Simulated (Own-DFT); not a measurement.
SiC (4H silicon carbide, atoms displaced) (calculated)

All values are calculated (Own-DFT development build). A calculation, not a measurement: plane-wave PBE density functional theory by an unreviewed code, no spin, of a simulated periodic cell, stress positive in tension, free energy of the whole cell less one offset for each atom, forces on such cells passed a denser k mesh, this cell's mesh not checked; offsets are fitted by least squares, one for each functional and potential file, so energies compare only between cells with the same atoms and settings and are not formation energies; the far tail of each file's local potential was reset to the Coulomb form; each entry is a single point on an unrelaxed cell, so the pressure reflects the starting lattice, mostly measured values (interpolated for alloys), from which strain is counted, and rises with the displacements; printed positions are rounded, which can move forces by about a meV/angstrom; the program, named Own-DFT, is a retired in-house code; no spin-orbit coupling.

## SiC (4H silicon carbide, atoms displaced)

```cif
# cell vector a (Å): 12.3308 0.0000 0.0000
# cell vector b (Å): -6.1654 10.6788 0.0000
# cell vector c (Å): 0.0000 0.0000 10.0681
data_SiC
_symmetry_space_group_name_H-M 'P 1'
_symmetry_Int_Tables_number 1
_cell_length_a 12.3308
_cell_length_b 12.3308
_cell_length_c 10.0681
_cell_angle_alpha 90.000
_cell_angle_beta 90.000
_cell_angle_gamma 120.000
_cell_volume 1325.75
loop_
_atom_site_label
_atom_site_type_symbol
_atom_site_fract_x
_atom_site_fract_y
_atom_site_fract_z
_atom_site_occupancy
Si1 Si 0.00123 0.00107 0.40970 1
Si2 Si 0.08076 0.16185 0.15231 1
C1 C 0.00269 0.99797 0.09515 1
C2 C 0.08766 0.16729 0.34858 1
Si3 Si 0.00051 0.25107 0.40486 1
Si4 Si 0.08648 0.41600 0.15827 1
C3 C 0.00094 0.24869 0.09575 1
C4 C 0.08889 0.41870 0.34516 1
Si5 Si 0.00011 0.50055 0.40890 1
Si6 Si 0.08420 0.66743 0.15834 1
C5 C 0.00494 0.50486 0.08943 1
C6 C 0.08263 0.66791 0.34255 1
Si7 Si 0.00092 0.75089 0.40655 1
Si8 Si 0.08593 0.91746 0.15785 1
C7 C 0.99596 0.75006 0.09284 1
C8 C 0.08512 0.91592 0.34281 1
Si9 Si 0.25210 0.00106 0.40080 1
Si10 Si 0.33742 0.16705 0.16287 1
C9 C 0.24819 0.99922 0.09309 1
C10 C 0.33272 0.16753 0.33940 1
Si11 Si 0.24516 0.24300 0.39991 1
Si12 Si 0.32876 0.41745 0.15534 1
C11 C 0.24596 0.25104 0.09582 1
C12 C 0.33525 0.41886 0.34020 1
Si13 Si 0.24654 0.49830 0.40016 1
Si14 Si 0.33012 0.66635 0.15594 1
C13 C 0.25088 0.50368 0.09391 1
C14 C 0.33191 0.66955 0.34915 1
Si15 Si 0.25136 0.74427 0.40758 1
Si16 Si 0.33292 0.91656 0.15745 1
C15 C 0.24598 0.75099 0.09454 1
C16 C 0.33111 0.91743 0.34217 1
Si17 Si 0.50014 0.00116 0.40957 1
Si18 Si 0.58449 0.16801 0.15790 1
C17 C 0.50371 0.00037 0.09685 1
C18 C 0.58496 0.16724 0.33595 1
Si19 Si 0.50047 0.25164 0.41219 1
Si20 Si 0.58702 0.42140 0.15954 1
C19 C 0.50487 0.25240 0.09295 1
C20 C 0.58328 0.41591 0.34368 1
Si21 Si 0.49868 0.49998 0.40459 1
Si22 Si 0.58605 0.67213 0.15350 1
C21 C 0.50089 0.49895 0.09682 1
C22 C 0.58188 0.66984 0.34241 1
Si23 Si 0.50488 0.75402 0.40285 1
Si24 Si 0.58120 0.91269 0.15864 1
C23 C 0.49954 0.74749 0.09335 1
C24 C 0.58822 0.92206 0.34721 1
Si25 Si 0.75047 0.00140 0.40790 1
Si26 Si 0.83567 0.16579 0.15533 1
C25 C 0.75041 0.99745 0.09388 1
C26 C 0.83612 0.16469 0.33559 1
Si27 Si 0.74895 0.25127 0.41047 1
Si28 Si 0.83217 0.42000 0.15309 1
C27 C 0.75203 0.24939 0.09212 1
C28 C 0.82937 0.41081 0.34255 1
Si29 Si 0.74946 0.49756 0.40513 1
Si30 Si 0.83018 0.66283 0.16017 1
C29 C 0.74762 0.49880 0.09919 1
C30 C 0.84061 0.66870 0.34504 1
Si31 Si 0.74909 0.74738 0.40632 1
Si32 Si 0.83531 0.91942 0.15871 1
C31 C 0.74708 0.74850 0.09400 1
C32 C 0.82735 0.91815 0.34951 1
Si33 Si 0.00226 0.99882 0.90738 1
Si34 Si 0.91624 0.83047 0.66032 1
C33 C 0.00300 0.99823 0.59634 1
C34 C 0.91186 0.83330 0.84210 1
Si35 Si 0.99768 0.74588 0.90632 1
Si36 Si 0.91628 0.58332 0.65599 1
C35 C 0.99802 0.74872 0.59390 1
C36 C 0.91409 0.58345 0.84608 1
Si37 Si 0.99425 0.50358 0.90880 1
Si38 Si 0.91873 0.33449 0.65650 1
C37 C 0.00128 0.50346 0.59349 1
C38 C 0.91870 0.33387 0.84639 1
Si39 Si 0.99627 0.24857 0.90460 1
Si40 Si 0.91538 0.08129 0.65723 1
C39 C 0.99577 0.24865 0.59420 1
C40 C 0.91235 0.07849 0.84465 1
Si41 Si 0.74827 0.99727 0.90575 1
Si42 Si 0.66873 0.83954 0.65505 1
C41 C 0.75213 0.00189 0.59193 1
C42 C 0.66619 0.83383 0.84220 1
Si43 Si 0.74848 0.75003 0.90322 1
Si44 Si 0.66771 0.58555 0.65693 1
C43 C 0.74707 0.74876 0.59582 1
C44 C 0.67650 0.58721 0.83706 1
Si45 Si 0.75073 0.50116 0.90305 1
Si46 Si 0.66382 0.33336 0.65433 1
C45 C 0.74885 0.50048 0.59204 1
C46 C 0.66406 0.33445 0.84026 1
Si47 Si 0.74599 0.24675 0.90702 1
Si48 Si 0.66739 0.08626 0.65621 1
C47 C 0.74994 0.24906 0.59487 1
C48 C 0.66539 0.08733 0.84280 1
Si49 Si 0.50117 0.99902 0.90489 1
Si50 Si 0.41638 0.83096 0.66064 1
C49 C 0.49823 0.99895 0.58938 1
C50 C 0.42169 0.83560 0.84499 1
Si51 Si 0.49590 0.74798 0.90566 1
Si52 Si 0.41416 0.57740 0.65578 1
C51 C 0.50528 0.74605 0.59313 1
C52 C 0.41947 0.58276 0.84156 1
Si53 Si 0.49736 0.49788 0.90542 1
Si54 Si 0.41187 0.33054 0.65272 1
C53 C 0.49805 0.49543 0.59810 1
C54 C 0.41923 0.33508 0.84127 1
Si55 Si 0.50166 0.25029 0.89733 1
Si56 Si 0.41726 0.08176 0.65051 1
C55 C 0.49970 0.24710 0.59312 1
C56 C 0.41874 0.08205 0.83411 1
Si57 Si 0.24962 0.00051 0.90868 1
Si58 Si 0.16556 0.83208 0.65524 1
C57 C 0.24658 0.99440 0.59494 1
C58 C 0.17023 0.83413 0.84517 1
Si59 Si 0.25209 0.75018 0.90791 1
Si60 Si 0.16593 0.58650 0.65652 1
C59 C 0.24462 0.75001 0.59422 1
C60 C 0.16490 0.57564 0.84622 1
Si61 Si 0.25330 0.50105 0.90698 1
Si62 Si 0.16888 0.33288 0.65838 1
C61 C 0.25000 0.50102 0.58893 1
C62 C 0.16073 0.33096 0.84536 1
Si63 Si 0.25341 0.25390 0.90440 1
Si64 Si 0.15907 0.07968 0.64741 1
C63 C 0.24812 0.25093 0.59459 1
C64 C 0.16823 0.08459 0.84521 1
```

It was run with functional PBE, potential files PseudoDojo norm-conserving, scalar-relativistic, standard set, wave cutoff 42 hartree, occupations Fermi-Dirac, smearing width 0.1 eV, hardware one NVIDIA H200 and k mesh 3 x 3 x 3 centred on Gamma.

It finds free energy of cell above offsets -18.416 eV; pressure 3.84 GPa; stress xx -3.66 GPa; stress yy -2.93 GPa; stress zz -4.94 GPa; stress yz -0.16 GPa; stress xz -0.15 GPa; stress xy -0.04 GPa; wall time 540 s.

Force:
```csv
element,x (eV/Å),y (eV/Å),z (eV/Å)
Si,-0.371,-0.692,-0.675
Si,0.219,0.815,0.993
C,-0.802,-0.133,-0.114
C,-2.099,-1.024,-1.348
Si,0.232,-0.507,0.218
Si,-1.093,0.097,-0.873
C,-0.075,0.149,-0.572
C,-2.156,-0.744,-0.492
Si,-0.251,-0.082,-1.072
Si,-1.062,0.099,-0.643
C,-0.668,-0.948,1.695
C,0.659,-0.555,0.819
Si,0.668,0.303,0.171
Si,-0.485,-0.81,-0.396
C,0.727,-0.267,0.354
C,-0.677,0.386,0.512
Si,-0.451,-0.482,1.285
Si,-0.637,0.581,-3.075
C,0.905,0.618,0.524
C,0.83,-0.152,2.346
Si,1.03,2.671,1.26
Si,1.476,-0.054,0.007
C,1.363,-0.144,-0.531
C,-0.625,-0.868,0.649
Si,2.13,0.994,1.506
Si,0.204,0.784,0.565
C,0.102,-0.474,-0.134
C,2.015,-0.955,-1.579
Si,-2.476,2.05,0.144
Si,0.298,0.348,-0.44
C,1.33,0.126,-0.123
C,1.246,-0.664,0.648
Si,-0.152,-0.059,-1.962
Si,0.483,-0.021,-1.565
C,-0.882,-0.334,-0.81
C,-0.588,0.055,3.211
Si,0.357,-0.495,-2.148
Si,-0.827,-1.65,-0.639
C,-0.749,-0.186,-0.42
C,-0.246,0.461,0.779
Si,0.086,0.306,0.349
Si,-0.067,-1.764,0.559
C,-0.733,0.617,-0.864
C,1.18,-0.824,-0.172
Si,-0.914,-0.199,1.203
Si,0.485,1.009,-0.175
C,-1.167,0.345,-0.097
C,-0.934,-0.947,-0.42
Si,-0.14,0.795,-0.366
Si,-0.663,-0.062,-0.814
C,-0.497,0.296,-0.234
C,-0.735,0.711,2.352
Si,0.757,-1.178,-1.554
Si,1.545,-1.145,0.429
C,-0.396,0.352,0.199
C,0.583,1.469,0.253
Si,0.169,0.526,0.155
Si,0.081,1.262,-0.785
C,0.337,0.686,-1.635
C,-1.842,-0.889,0.123
Si,-0.133,0.613,0.271
Si,0.083,-0.904,-0.019
C,0.965,0.664,-0.185
C,2.407,-0.639,-0.687
Si,-0.493,0.188,-0.284
Si,-0.64,0.1,-1.032
C,-2.521,-0.917,-0.796
C,1.587,0,0.973
Si,-0.202,1.677,0.156
Si,-0.43,-0.119,-0.115
C,0.276,0.077,0.198
C,0.339,-0.066,-0.876
Si,2.454,-1.169,-0.736
Si,-0.456,0.121,0.496
C,-0.119,-0.775,0.308
C,-1.576,0.269,-0.374
Si,0.475,-0.375,0.684
Si,0.273,0.367,0.002
C,1.174,0.083,-0.247
C,0.592,0.733,0.108
Si,-0.431,0.413,0.291
Si,0.436,-1.426,0.154
C,-0.634,0.367,0.506
C,-0.567,-0.344,0.304
Si,0.022,0.05,0.565
Si,-0.181,-0.652,-0.841
C,0.568,0.761,-0.604
C,-1.974,-0.651,1.773
Si,-0.605,-0.582,0.916
Si,0.8,0.31,0.066
C,0.264,-0.203,0.048
C,1.183,0.26,0.335
Si,0.457,1.407,-0.24
Si,0.039,-0.796,-0.113
C,-0.327,0.794,-0.049
C,0.939,-1.438,-0.028
Si,-0.458,0.86,0.623
Si,0.202,-0.152,-1.604
C,0.784,-0.164,1.315
C,-1.031,-0.743,0.174
Si,1.527,0.303,-0.065
Si,0.011,0.957,-0.671
C,-1.767,0.548,0.012
C,-0.893,-0.119,0.58
Si,1.676,0.723,0.391
Si,0.85,-0.032,0.544
C,0.195,0.507,-1.263
C,-0.487,-0.436,-0.079
Si,-0.522,-0.628,1.574
Si,-0.869,-0.647,0.372
C,-0.799,0.329,0.185
C,-0.47,-0.005,1.829
Si,0.485,0.28,-1.168
Si,-0.511,0.122,0.656
C,-0.13,1.565,-1.317
C,-0.84,-0.59,-0.121
Si,-0.368,-0.6,-0.406
Si,0.935,-0.912,0.381
C,1.719,-0.022,0.061
C,-0.887,1.957,-0.373
Si,-0.614,-0.861,-0.315
Si,-1.613,0.509,-0.511
C,-0.282,-0.294,0.622
C,1.505,0.62,-0.061
Si,-0.643,-0.953,0.579
Si,3.019,1.225,2.44
C,0.415,-1.1,-1.208
C,-0.218,-0.047,-0.684
```
